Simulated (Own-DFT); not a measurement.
# How strain changes the stress of fcc Cu, 16 atoms (Cu16)

These are calculations, not measurements. The program, named Own-DFT, is a retired in-house plane-wave density functional code that no person has reviewed. Each row is one single-point run on a periodic cell that was not relaxed, without spin or spin-orbit coupling.

Settings of every run: PBE; PseudoDojo norm-conserving scalar-relativistic files; cutoff 50 hartree; 7 x 7 x 5 k mesh centred on Gamma; cold (Marzari-Vanderbilt) smearing of 0.2 eV.

Known limits: forces on such cells failed a check on a denser k mesh; stress not checked against mesh or cutoff.

Unstrained cell vectors in Å: (3.615, 3.615, 0.000); (-3.615, 3.615, 0.000); (0.000, 0.000, 7.230). The unstrained cell has measured lattice constants (interpolated for alloys), not those of this functional. That, the random moves and any unrelaxed bonds set the pressure at no strain. Each run strains this cell uniformly, with the atoms carried along. Every atom was also moved at random, by a Gaussian of width 0.05 Å on each axis. Strain is the symmetric tensor, in per cent. Stress is positive in tension, and the pressure is minus a third of its trace.

| run | e_xx (%) | e_yy (%) | e_zz (%) | e_yz (%) | e_xz (%) | e_xy (%) | s_xx (GPa) | s_yy (GPa) | s_zz (GPa) | s_yz (GPa) | s_xz (GPa) | s_xy (GPa) | P (GPa) | E (meV/atom) |
|---|---|---|---|---|---|---|---|---|---|---|---|---|---|---|
| 1 | -0.45 | 0.42 | 1.68 | -1.58 | -1.32 | -0.17 | -1.81 | -1.28 | -0.54 | -2.38 | -2.33 | 0.08 | 1.21 | 19.2 |
| 2 | -0.42 | -1.59 | 0.80 | -1.22 | -0.83 | 0.09 | -4.38 | -5.10 | -3.51 | -2.23 | -1.42 | 0.19 | 4.33 | 0.0 |
| 3 | -0.30 | 1.65 | -1.59 | -0.60 | 1.54 | 1.48 | -4.17 | -2.29 | -3.70 | -0.89 | 3.25 | 2.59 | 3.39 | 8.2 |
| 4 | -1.88 | 0.44 | 1.70 | -1.12 | -0.74 | 0.81 | -3.87 | -2.41 | -1.21 | -1.59 | -1.40 | 1.23 | 2.49 | 6.4 |
| 5 | 0.65 | 1.46 | 1.65 | -1.77 | 1.77 | -0.83 | 1.36 | 1.71 | 2.19 | -2.64 | 2.86 | -1.51 | -1.75 | 20.5 |
| 6 | 0.91 | 0.17 | 0.37 | -1.32 | -0.25 | 1.76 | -0.41 | -1.04 | -0.49 | -2.31 | -0.31 | 2.66 | 0.65 | 3.0 |
| 7 | -1.59 | 1.99 | 1.51 | 0.59 | -0.91 | -1.15 | -1.65 | 0.75 | -0.43 | 0.93 | -2.08 | -1.85 | 0.45 | 12.9 |
| 8 | 1.21 | 0.82 | 1.41 | -1.54 | -0.71 | -0.73 | 2.34 | 1.67 | 2.32 | -2.31 | -0.88 | -0.89 | -2.11 | 4.2 |
| 9 | 1.88 | 0.79 | 1.57 | -1.25 | 1.52 | 1.29 | 2.82 | 2.58 | 2.97 | -1.48 | 2.16 | 1.89 | -2.79 | 12.1 |
| 10 | 1.08 | -0.57 | 0.14 | 1.73 | 0.53 | -0.30 | -1.32 | -2.91 | -1.77 | 3.30 | 0.76 | -0.07 | 2.00 | 8.2 |
| 11 | -0.27 | 0.16 | -0.46 | 0.93 | -1.71 | -1.95 | -4.35 | -3.53 | -4.10 | 2.03 | -3.47 | -3.41 | 3.99 | 12.6 |
| 12 | -0.09 | -1.74 | 1.92 | -0.44 | 1.60 | -0.32 | -2.89 | -3.57 | -1.71 | -0.99 | 2.54 | -0.67 | 2.72 | 6.3 |
| 13 | -1.67 | -1.69 | -0.86 | -0.53 | 0.74 | -1.03 | -10.37 | -10.66 | -9.71 | -0.74 | 1.48 | -2.27 | 10.25 | 26.5 |
| 14 | -0.73 | -1.56 | 0.80 | 0.99 | -0.43 | 0.43 | -5.56 | -6.43 | -4.40 | 1.98 | -0.95 | 0.71 | 5.46 | 14.4 |
| 15 | 0.83 | -0.53 | -0.34 | 0.35 | -0.94 | 0.44 | ? | ? | ? | ? | ? | ? | ? | ? |

E is the free energy for each atom above the lowest run shown.

## Worked fit

Each stress component was fitted by least squares to a constant and the strains of the runs shown, as fractions, with shears doubled. Shear strains stay in the fit of a normal stress only where such slopes are resolved. The slopes, in GPa:

| stress | at no strain | per e_xx | per e_yy | per e_zz | scatter |
|---|---|---|---|---|---|
| s_xx | -3.3 | 193 ± 12 | 117 ± 10 | 138 ± 12 | 0.47 |
| s_yy | -3.3 | 127 ± 14 | 189 ± 12 | 132 ± 14 | 0.55 |
| s_zz | -3.0 | 138 ± 13 | 120 ± 12 | 176 ± 14 | 0.53 |

Each shear stress against twice its own strain: yz 86 ± 4, xz 86 ± 4, xy 84 ± 4 GPa. These are stiffnesses along x, y and z of the frame in which the cell vectors are given, which need not be the crystal's axes. The atoms are held to the strained lattice; where symmetry lets them move under strain, relaxing them would lower some slopes. The table should be nearly symmetric about its diagonal, and what it lacks of that shows the noise. A ninth of its sum, 148 ± 5 GPa, estimates the bulk modulus near the mean pressure of these runs, 2.2 GPa, so it lies above the value at zero pressure.

## Withheld run

Question: what normal stresses and pressure should run 15 give?

The fit gives s_xx = -2.8, s_yy = -3.7, s_zz = -3.1 and P = 3.2 GPa. The calculation gave -3.98, -5.26, -4.04 and P = 4.43 GPa.
